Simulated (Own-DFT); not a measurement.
# Which defects push the lattice out? C11b WSi2

Everything here is calculated. The program is Own-DFT (plane waves, in-house, since retired, never reviewed by a person); positions were held fixed, and spin and spin-orbit coupling were off.

Method: PBEsol; PseudoDojo norm-conserving scalar-relativistic files, made for PBE; cutoff 50 hartree; 5 x 5 x 5 k mesh centred on Gamma; cold (Marzari-Vanderbilt) smearing of 0.2 eV.

Limits: forces on such cells failed a check on a denser k mesh; stress not checked against mesh or cutoff.

All runs share one cell, with vectors in Å (-2.148, -5.953, 3.409); (-6.444, 2.976, 1.136); (-2.553, -2.948, -6.757) and a volume of 403.2 Å³. Atoms were moved at random from their sites; u is the rms move along one axis. The defect's site can differ from row to row.

```
              cell  formula   u (Å)  P (GPa)
         no defect  Si20W10  0.0190     0.42
         no defect  Si20W10  0.0500     1.60
         no defect  Si20W10  0.0550     2.81
one Si on a W site   Si21W9  0.0283     2.47
one Si on a W site   Si21W9  0.0478     3.02
one Si on a W site   Si21W9  0.0525     3.61
    one Si vacancy  Si19W10  0.0277    -0.68
    one Si vacancy  Si19W10  0.0487     0.17
    one Si vacancy  Si19W10  0.0547     0.65
one W on a Si site  Si19W11  0.0299        ?
one W on a Si site  Si19W11  0.0355     5.31
one W on a Si site  Si19W11  0.0462     6.92
one W on a Si site  Si19W11  0.0538     6.70
```

## What the rows give

P = P0 + c u² + a shift for each defect gives P0 = 0.25 GPa, c = 696 ± 122 GPa/Å² and a scatter of 0.39 GPa. The shifts, and each times the cell's volume:

- one W on a Si site: 4.61 ± 0.32 GPa, 11.6 eV
- one Si on a W site: 1.43 ± 0.32 GPa, 3.6 eV
- one Si vacancy: -1.62 ± 0.32 GPa, -4.1 eV

Positive is outwards. The product with the volume (160.2 GPa Å³ to the eV) is nearly free of the cell's size; divided by the bulk modulus at the cell's pressure it gives the volume that the defect adds. The atoms around the defects weren't relaxed, which would change these numbers.

## Withheld run

The question: what pressure belongs in the blank (one W on a Si site, u = 0.0299 Å)?

The fitted form gives 5.47 ± 0.47 GPa. Computed: 5.22 GPa.
